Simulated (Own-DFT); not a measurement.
## Calculated data, Al₃GaN₄ (wurtzite random alloy, strained, atoms displaced)

A calculation, not a measurement: plane-wave PBEsol density functional theory by an unreviewed code, no spin, of a simulated periodic cell, stress positive in tension, free energy of the whole cell less one offset for each atom, forces on such cells passed a denser k mesh, this cell's mesh not checked; offsets are fitted by least squares, one for each functional and potential file, so energies compare only between cells with the same atoms and settings and are not formation energies; the far tail of each file's local potential was reset to the Coulomb form; each entry is a single point on an unrelaxed cell, so the pressure reflects the starting lattice, mostly measured values, from which strain is counted, and rises with the displacements; printed positions are rounded, which can move forces by about a meV/angstrom; the program is a retired in-house code; no spin-orbit coupling. Program: Own-DFT development build.

Settings shared by all entries: functional PBEsol; potential files PseudoDojo norm-conserving, scalar-relativistic, made for PBE, standard set; wave cutoff 42 hartree; occupations Fermi-Dirac; smearing width 0.1 eV; hardware one NVIDIA H100; k mesh 4 x 4 x 3 centred on Gamma.

(1) Al₃GaN₄ (wurtzite random alloy, strained, atoms displaced)

```xyz
72
Lattice="9.6286 0.0000 0.0000 -4.8143 8.3386 0.0000 0.0000 0.0000 10.0655" Properties=species:S:1:pos:R:3 Al3GaN4
Al     0.0520     1.8011    10.0327
Ga     1.5277     0.8122     2.5564
N     -0.0585     1.7306     2.0283
N      1.5984     1.0086     4.4323
Ga     0.0207     1.8638     5.0445
Al     1.5959     0.8788     7.4899
N      0.0413     1.8570     6.9657
N      1.5525     0.9160     9.4715
Al    -1.6326     4.6793     0.1273
Ga    -0.0342     3.7334     2.4345
N     -1.6492     4.6311     1.9291
N      0.0350     3.7525     4.3742
Al    -1.6243     4.6482     5.0175
Al    -0.0135     3.7283     7.5187
N     -1.6116     4.6815     6.9053
N     -0.0399     3.8019     9.3484
Al    -3.2523     7.4575     0.0552
Al    -1.5792     6.5365     2.3812
N     -3.1127     7.4479     1.8974
N     -1.6141     6.4841     4.3822
Al    -3.1770     7.4619     5.0547
Al    -1.6618     6.4316     7.5257
N     -3.1672     7.3466     6.9597
N     -1.5822     6.5679     9.4497
Al     3.2143     1.8565     0.0827
Al     4.8368     0.8923     2.6210
N      3.1695     1.8192     1.8471
N      4.9189     0.9224     4.3659
Ga     3.2000     1.8823     4.9983
Al     4.7824     0.8472     7.5644
N      3.2431     1.8543     6.8828
N      4.8606     0.8488     9.4860
Al     1.5693     4.6290     9.9749
Ga     3.1687     3.7018     2.4885
N      1.6195     4.5542     1.9747
N      3.2436     3.7424     4.5056
Al     1.4944     4.5872     5.0215
Al     3.2250     3.7901     7.5501
N      1.5749     4.6612     6.9702
N      3.2384     3.7587     9.4495
Al    -0.0193     7.3704     0.0278
Al     1.5557     6.4089     2.5536
N     -0.0155     7.4738     1.8558
N      1.5869     6.4107     4.3971
Al     0.0212     7.3826     5.0341
Al     1.6422     6.5680     7.4865
N     -0.0182     7.4718     6.9430
N      1.6488     6.5653     9.5463
Al     6.4294     1.8660    10.0285
Ga     8.0539     0.9903     2.4824
N      6.3581     1.8127     1.9341
N      8.0602     0.9038     4.3811
Al     6.4672     1.9193     4.9611
Al     8.0890     0.9313     7.5417
N      6.4618     1.8786     7.0131
N      8.0508     0.9274     9.4764
Ga     4.6853     4.6031    10.0620
Al     6.4353     3.7536     2.6086
N      4.8334     4.6197     1.9393
N      6.4451     3.6560     4.4469
Al     4.8875     4.6821     5.0223
Al     6.4179     3.7279     7.4786
N      4.8232     4.7169     6.9545
N      6.4604     3.6665     9.5332
Ga     3.2419     7.3218     0.0827
Ga     4.8080     6.4875     2.5902
N      3.1127     7.4862     1.8801
N      4.8360     6.4709     4.4217
Al     3.2064     7.4511     5.0333
Al     4.7775     6.4476     7.5964
N      3.2271     7.3847     6.8625
N      4.8418     6.4584     9.5260
```

Results for Al₃GaN₄ (wurtzite random alloy, strained, atoms displaced): free energy of cell above offsets -22.126 eV; pressure -5.55 GPa; stress xx 8.69 GPa; stress yy 9.4 GPa; stress zz -1.44 GPa; stress yz -0.39 GPa; stress xz -0.42 GPa; stress xy -0.76 GPa; wall time 548.4 s.

Force:
```tsv
element	x (eV/Å)	y (eV/Å)	z (eV/Å)
Al	-1.703	0.869	0.441
Ga	1.074	2.204	-0.505
N	2.867	2.983	-3.081
N	0.312	-2.019	0.835
Ga	-0.741	0.48	-0.611
Al	0.969	0.512	0.739
N	-0.207	0.101	0.422
N	1.295	0.105	-0.559
Al	-0.382	-0.424	-3.433
Ga	0.405	-1.427	0.76
N	0.013	0.878	0.939
N	-1.988	-0.547	0.921
Al	0.733	0.289	-0.534
Al	-0.109	0.132	-0.501
N	0.004	-1.026	-0.036
N	0.221	-0.867	2.616
Al	0.728	-0.477	-1.473
Al	0.408	-0.319	1.681
N	-1.257	-1.697	0.013
N	0.052	0.363	0.081
Al	-0.017	-0.605	-0.544
Al	1.394	0.903	0.715
N	-1.41	0.935	-0.176
N	-1.068	-1.28	0.731
Al	0.471	-0.735	-2.836
Al	-0.297	0.596	-3.684
N	0.417	-0.129	2.72
N	-0.532	-0.449	2.885
Ga	1.201	0.143	-0.205
Al	0.527	2.022	0.297
N	-0.487	0.04	2.187
N	-0.946	1.137	-0.261
Al	0.248	0.711	0.439
Ga	1.413	-1.074	1.186
N	-1.204	1.837	-2.229
N	-0.287	0.66	-0.404
Al	2.603	0.865	0.468
Al	-0.229	-1.161	-1.103
N	0.231	0.19	-0.179
N	-2.824	-1.886	-0.576
Al	0.931	1.223	-1.172
Al	0.38	1.198	-1.415
N	0.23	-1.498	1.753
N	0.128	0.814	1.262
Al	-0.251	0.427	-0.54
Al	-0.946	-0.645	1.02
N	0.207	-1.88	-0.421
N	-1.434	-2.019	-1.795
Al	-0.066	-0.942	0.546
Ga	-3.501	-1.619	0.144
N	0.349	1.57	0.016
N	-0.622	0.261	1.861
Al	-0.083	-2.296	1.334
Al	-0.966	0.071	0.457
N	-0.221	-0.388	-1.282
N	0.42	0.155	-0.4
Ga	3.694	0.607	0.938
Al	-0.934	-1.47	-2.213
N	0.092	0.168	0.637
N	0.067	1.979	0.535
Al	-1.257	-0.707	0.202
Al	0.189	-0.331	1.586
N	0.177	-1.178	-0.179
N	-0.263	1.196	-1.153
Ga	0.033	1.726	-1.572
Ga	-0.47	0.188	-2.189
N	0.549	-1.822	2.985
N	0.277	1.025	2.006
Al	-0.065	-0.828	-1.499
Al	0.664	1.093	-0.21
N	0.392	0.651	1.59
N	0.408	0.442	-0.975
```

(2) Al₃GaN₄ (wurtzite random alloy, strained, atoms displaced)

```xyz
72
Lattice="9.6286 0.0000 0.0000 -4.8143 8.3386 0.0000 0.0000 0.0000 10.0655" Properties=species:S:1:pos:R:3 Al3GaN4
Ga    -0.1037     1.8750    10.0062
Ga     1.6897     1.0019     2.5579
N     -0.0410     1.8497     1.8744
N      1.5776     0.8990     4.4197
Ga     0.0078     1.9813     4.9900
Ga     1.6677     0.9132     7.5121
N     -0.0438     1.8681     6.8419
N      1.5846     0.9227     9.4952
Ga    -1.5655     4.6589     0.0760
Al    -0.0181     3.6879     2.5922
N     -1.6167     4.5666     1.9182
N     -0.1426     3.7113     4.4262
Al    -1.5631     4.5888     5.0131
Al    -0.0058     3.6724     7.4720
N     -1.5098     4.5108     6.9606
N      0.0798     3.6467     9.4367
Al    -3.2174     7.3871     0.0244
Al    -1.5806     6.5921     2.5293
N     -3.2488     7.4026     1.7864
N     -1.6826     6.5035     4.4408
Al    -3.2221     7.3843     4.9727
Ga    -1.7055     6.4770     7.5455
N     -3.2423     7.4939     6.8614
N     -1.6911     6.4750     9.5407
Al     3.2106     1.8226     0.0110
Al     4.8744     0.9034     2.4700
N      3.2016     1.8584     1.9381
N      4.8598     0.9160     4.4145
Al     3.1772     1.8097     4.9975
Ga     4.8286     0.8583     7.5568
N      3.1965     1.8810     7.0080
N      4.7867     0.9573     9.4455
Ga     1.6210     4.6249    10.0417
Al     3.2769     3.7526     2.5354
N      1.6042     4.5677     1.8718
N      3.1899     3.6498     4.4354
Al     1.6063     4.7023     5.0507
Al     3.2060     3.7492     7.5252
N      1.6715     4.6531     6.9162
N      3.1476     3.6493     9.4875
Al    -0.0149     7.2854    10.0004
Al     1.5712     6.4834     2.4901
N     -0.0100     7.4574     1.9907
N      1.5834     6.4512     4.3846
Al    -0.0052     7.4299     5.0921
Al     1.5515     6.4791     7.5601
N      0.1310     7.3232     7.0217
N      1.5735     6.4941     9.5170
Al     6.3625     1.9037     0.0528
Al     7.9597     0.9328     2.6057
N      6.5300     1.8851     1.8599
N      7.9770     0.9938     4.4840
Al     6.4703     1.8296     5.0049
Al     7.9957     0.9618     7.5217
N      6.3751     1.9352     7.0432
N      8.0439     0.9001     9.4702
Al     4.8567     4.6208    10.0153
Al     6.5085     3.8587     2.4908
N      4.7327     4.5995     1.9387
N      6.4474     3.7208     4.4399
Al     4.8133     4.6803     5.0619
Al     6.3762     3.7439     7.5026
N      4.8697     4.5629     7.0021
N      6.4569     3.6075     9.4360
Al     3.1958     7.3486     0.0259
Al     4.8492     6.5051     2.6095
N      3.1924     7.3704     1.9505
N      4.7363     6.4751     4.4520
Ga     3.2700     7.4234     4.9722
Al     4.8660     6.4991     7.4549
N      3.1647     7.4080     6.9940
N      4.8100     6.4520     9.5295
```

Results for Al₃GaN₄ (wurtzite random alloy, strained, atoms displaced): free energy of cell above offsets -21.873 eV; pressure -5.74 GPa; stress xx 7.8 GPa; stress yy 8.76 GPa; stress zz 0.65 GPa; stress yz 0.7 GPa; stress xz 0.56 GPa; stress xy 0.92 GPa; wall time 532.9 s.

Force:
```tsv
element	x (eV/Å)	y (eV/Å)	z (eV/Å)
Ga	1.516	-0.848	0.919
Ga	-2.201	-0.713	-1.942
N	-0.094	0.243	2.209
N	0.399	-0.163	1.187
Ga	-0.08	-2.473	-0.052
Ga	-1.464	1.379	1.309
N	0.292	-0.131	1.933
N	0.65	-0.815	-0.317
Ga	-0.026	-1.693	-2.057
Al	0.567	-0.484	-2.467
N	2.032	2.418	1.409
N	2.925	1.508	-0.398
Al	-2.258	1.341	0.908
Al	1.633	-0.478	1.459
N	-2.373	2.003	-0.897
N	-1.292	1.72	-1.203
Al	-1.279	1.17	-1.761
Al	-0.909	-0.867	-0.526
N	0.719	-0.515	4.241
N	1.251	-0.441	0.181
Al	-0.461	0.876	0.123
Ga	1.225	-0.769	0.034
N	0.084	-2.102	-0.039
N	1.157	0.341	-0.975
Al	-0.874	0.186	-0.336
Al	-0.203	1.514	0.243
N	2.208	0.611	-0.285
N	-0.487	-0.177	0.519
Al	0.871	0.448	0.621
Ga	0.025	1.36	-0.153
N	0.79	0.095	-1.888
N	0.224	-1.255	1.847
Ga	-0.17	-0.69	0.147
Al	-2.023	-1.294	-0.253
N	-0.408	0.829	2.307
N	0.002	1.012	0.658
Al	0.297	-1.023	-0.815
Al	0.101	-1.036	0.906
N	-1.052	0.001	0.419
N	2.074	0.448	-0.93
Al	-0.503	2.302	1.029
Al	0.522	-0.726	-0.274
N	0.162	-1.124	-1.483
N	-0.546	0.558	0.636
Al	0.392	-0.282	-0.955
Al	3.131	-1.32	0.851
N	-3.616	1.262	-1.584
N	0.368	-0.013	-0.873
Al	1.053	-1.581	-1.777
Al	1.45	-0.189	-1.965
N	-1.727	0.215	1.959
N	1.024	-1.046	-0.779
Al	-1.976	1.37	1.297
Al	-0.011	-0.21	0.56
N	0.851	-1.223	-1.974
N	-1.98	-0.897	-0.743
Al	-0.731	-0.613	0.456
Al	-2.937	-2.527	0.769
N	2.862	1.435	-0.35
N	-0.399	0.409	0
Al	-0.032	-1.973	-0.475
Al	2.19	-1.472	1.203
N	-1.453	2.348	-1.204
N	-0.718	2.151	0.213
Al	0.569	1.175	-0.157
Al	-0.906	-0.268	-2.867
N	0.074	0.444	0.651
N	2.622	-0.615	0.251
Ga	-2.587	0.908	1.413
Al	-1.502	0.093	1.715
N	0.732	-0.113	-0.313
N	0.232	-0.012	-1.513
```
